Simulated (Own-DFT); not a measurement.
## Calculated data, GaP (zincblende, strained, atoms displaced), SiC (2H silicon carbide, atoms displaced)

A calculation, not a measurement: plane-wave PBE density functional theory by an unreviewed code, no spin, of a simulated periodic cell, stress positive in tension, free energy of the whole cell less one offset for each atom, forces on such cells passed a denser k mesh, this cell's mesh not checked; offsets are fitted by least squares, one for each functional and potential file, so energies compare only between cells with the same atoms and settings and are not formation energies; the far tail of each file's local potential was reset to the Coulomb form; each entry is a single point on an unrelaxed cell, so the pressure reflects the starting lattice, mostly measured values (interpolated for alloys), from which strain is counted, and rises with the displacements; printed positions are rounded, which can move forces by about a meV/angstrom; the program, named Own-DFT, is a retired in-house code; no spin-orbit coupling. Program: Own-DFT development build.

Settings shared by all entries: functional PBE; potential files PseudoDojo norm-conserving, scalar-relativistic, standard set; wave cutoff 42 hartree; occupations Fermi-Dirac; smearing width 0.1 eV; hardware one NVIDIA H100.

(1) 
```xyz
64
Lattice="10.8620 0.0000 0.0000 0.0000 10.8620 0.0000 0.0000 0.0000 10.9439" Properties=species:S:1:pos:R:3:force_x:R:1:force_y:R:1:force_z:R:1 formula=GaP k_mesh=3_x_3_x_3_centred_on_Gamma free_energy_of_cell_above_offsets=-29.494 pressure=4.38 stress_xx=-4.52 stress_yy=-4.61 stress_zz=-4 stress_yz=1.17 stress_xz=0.43 stress_xy=-0.63 wall_time=602.7
Ga    10.8177     0.1426     0.0219      -0.08     -1.379     -0.683
Ga    10.7929     2.7404     2.8705       0.42     -0.169     -0.456
Ga     2.6563     0.1624     2.7521      0.912     -1.365      0.876
Ga     2.5880     2.6991     0.2052      1.643      0.536     -1.457
P      1.2651     1.3151     1.3719     -0.235      1.138      1.538
P      1.4097     4.1281     4.0468     -0.493      -0.69      0.867
P      4.2046     1.4034     4.1582     -1.482      0.218     -0.381
P      4.1961     4.0810     1.4233     -2.147     -0.894      1.018
Ga    10.8557    10.8252     5.5183      0.861     -0.101      0.231
Ga    10.7730     2.6873     8.2138      1.841      0.849     -0.264
Ga     2.6799    10.8360     8.2201      1.432       0.33     -0.972
Ga     2.6867     2.7605     5.4902      0.597     -0.086     -0.414
P      1.4792     1.3677     6.9068     -1.778      0.182     -0.665
P      1.4602     4.0987     9.6157     -1.744     -1.128      0.699
P      4.0233     1.2735     9.5304      0.578       1.52      0.926
P      4.0141     4.1525     6.8145      0.713     -0.108     -0.021
Ga     0.0018     5.4764     0.0169      1.056     -1.455      1.138
Ga    10.6962     8.2974     2.7686      1.822     -1.729      0.954
Ga     2.6791     5.5531     2.8281      1.109     -0.167     -0.779
Ga     2.7585     8.1483     0.1029      0.185      0.349     -1.276
P      1.4254     6.7963     1.3501      -1.33      0.556      0.693
P      1.4368     9.4248     4.2093     -0.798      1.064     -1.038
P      4.1294     6.8339     4.1508      -0.51     -0.213     -0.336
P      4.1105     9.4534     1.4721     -0.978       1.58     -0.627
Ga     0.0426     5.3496     5.5369     -0.496      0.772     -1.011
Ga    10.8104     8.0593     8.2244      0.013      1.652      0.361
Ga     2.6551     5.3933     8.2549      0.318       1.01     -0.779
Ga     2.7966     8.0958     5.5251     -0.797     -0.352      0.341
P      1.2289     6.8115     6.8641      1.796     -0.457     -0.301
P      1.4427     9.7078     9.5901     -1.892     -2.583      1.212
P      4.0771     6.7380     9.5402     -0.294      0.381      0.545
P      4.0779     9.4961     6.8070     -0.508      0.695      0.103
Ga     5.3834    10.8458     0.0315      0.079      0.285     -0.053
Ga     5.5226     2.6886     2.7361     -1.489      0.856       0.92
Ga     8.0748     0.0181     2.5975        0.6     -0.006      1.976
Ga     8.0942     2.7141     0.0160      0.417      1.059     -0.134
P      6.8183     1.4915     1.4892     -0.032     -1.714     -2.519
P      6.7842     4.0622     4.0085     -0.002      -0.28       2.03
P      9.5502     1.3256     4.1874       -0.9     -0.145     -0.377
P      9.4767     4.1047     1.5303      0.266     -0.261      -1.83
Ga     5.4405    10.7746     5.3919     -1.201      2.174      2.425
Ga     5.4703     2.7551     8.1288     -1.617     -0.706      -0.07
Ga     8.2308    10.8337     8.2402     -0.797      0.328     -0.214
Ga     8.1229     2.6669     5.5560      0.891      1.214     -1.047
P      6.8346     1.4307     6.8569      -0.75     -1.804      0.195
P      6.7531     4.0416     9.4207      0.019      0.398      2.406
P      9.5330     1.4528     9.6029     -1.127     -0.982      0.324
P      9.5222     4.1378     6.9144     -0.489     -0.846     -0.617
Ga     5.3509     5.3573     0.0749      1.345      1.197     -1.586
Ga     5.3792     8.2304     2.8147      1.138     -0.723      0.213
Ga     7.9955     5.3829     2.6951      0.885      1.443      0.049
Ga     8.0405     8.4076     0.0105     -0.154      -1.75     -0.855
P      6.7550     6.8468     1.3687     -0.284       0.24      -0.24
P      6.7020     9.6330     4.1799      2.558     -2.156     -2.253
P      9.4472     6.7670     4.0568      -0.25      0.118      0.755
P      9.4860     9.5346     1.3956      -0.27      1.252     -1.257
Ga     5.4560     5.4794     5.4099      0.258     -0.752      0.356
Ga     5.3110     8.1511     8.1432      0.206     -1.656     -0.573
Ga     8.1126     5.3988     8.2595      0.686      1.396     -0.349
Ga     8.0619     8.2164     5.5999      0.028     -0.568     -3.483
P      6.8525     6.8485     6.7215     -1.589     -1.607      2.212
P      6.5738     9.4888     9.3803      2.044       1.27      1.817
P      9.6348     6.7350     9.6715     -2.706      1.358      -0.65
P      9.3633     9.4488     6.7318      2.503      1.414      2.388
```

Units: free_energy_of_cell_above_offsets in eV; pressure, stress_xx, stress_yy, stress_zz, stress_yz, stress_xz, stress_xy in GPa; wall_time in s; force_x, force_y, force_z in eV/Å.

(2) 
```xyz
32
Lattice="6.1654 0.0000 0.0000 -3.0827 5.3394 0.0000 0.0000 0.0000 10.0681" Properties=species:S:1:pos:R:3:force_x:R:1:force_y:R:1:force_z:R:1 formula=SiC k_mesh=5_x_5_x_3_centred_on_Gamma free_energy_of_cell_above_offsets=-4.600 pressure=3.65 stress_xx=-2.22 stress_yy=-2.71 stress_zz=-6.03 stress_yz=-0.34 stress_xz=0.16 stress_xy=0.19 wall_time=121.9
Si     6.1028     0.0657     0.0490      0.739     -1.678      -1.18
Si     0.0062     1.7521     2.5082      0.028        0.9      0.359
C     -3.0402     5.3140     1.9116     -0.944      0.986     -0.733
C     -0.0284     1.7762     4.3636      0.474     -0.248      1.315
Si     3.0500     5.3162     5.0691      1.261      0.615     -0.865
Si     0.0329     1.7156     7.5567     -0.826      1.253     -1.336
C      3.0673     5.3056     6.9469      0.359     -0.054      0.026
C      0.0252     1.8114     9.3970     -0.741     -0.833      1.147
Si    -1.4821     2.6668     0.0217     -1.787      0.154     -0.241
Si    -1.5270     4.4262     2.4552      0.658      1.132      1.825
C     -1.5639     2.7124     1.9140      1.265     -1.796     -1.065
C     -1.5624     4.4684     4.3759      0.375     -0.755       0.62
Si    -1.5155     2.6540     5.0724     -1.266      0.432     -1.912
Si    -1.5620     4.4020     7.5873       0.55      0.292     -0.917
C      4.5621     2.6338     6.8907      1.694      0.189      1.645
C     -1.5964     4.4150     9.4646      0.314      1.011      0.084
Si    -0.0096     5.3324    10.0157      -0.58      0.266      0.948
Si     3.0940     1.8010     2.5047     -0.184     -0.501      0.684
C      3.0844     0.0297     1.9088      0.527     -0.517     -1.147
C      3.0640     1.7431     4.3907      0.643      0.624      0.301
Si     0.0342     5.3017     5.0155     -1.327      0.786     -0.023
Si     3.0638     1.7840     7.5780      0.271     -0.443      -0.54
C      3.1070     0.0184     6.9188     -0.926     -0.856      0.304
C      3.0887     1.7905     9.4568     -0.154      0.027      0.095
Si     1.4857     2.6658     0.0047      2.121      0.615      0.406
Si     1.5722     4.4846     2.5126      -0.79     -0.584      0.028
C      1.5717     2.6763     1.9258      -1.12      0.261     -0.911
C      1.5653     4.4617     4.3894     -0.323     -0.625      0.247
Si     1.5345     2.6730     5.0024      0.267     -0.729     -0.137
Si     1.5240     4.4387     7.5437     -0.094     -0.208     -0.214
C      1.5627     2.6516     6.9014     -0.966      0.154       0.31
C      1.5044     4.4458     9.4092      0.481      0.126      0.877
```

Units: free_energy_of_cell_above_offsets in eV; pressure, stress_xx, stress_yy, stress_zz, stress_yz, stress_xz, stress_xy in GPa; wall_time in s; force_x, force_y, force_z in eV/Å.
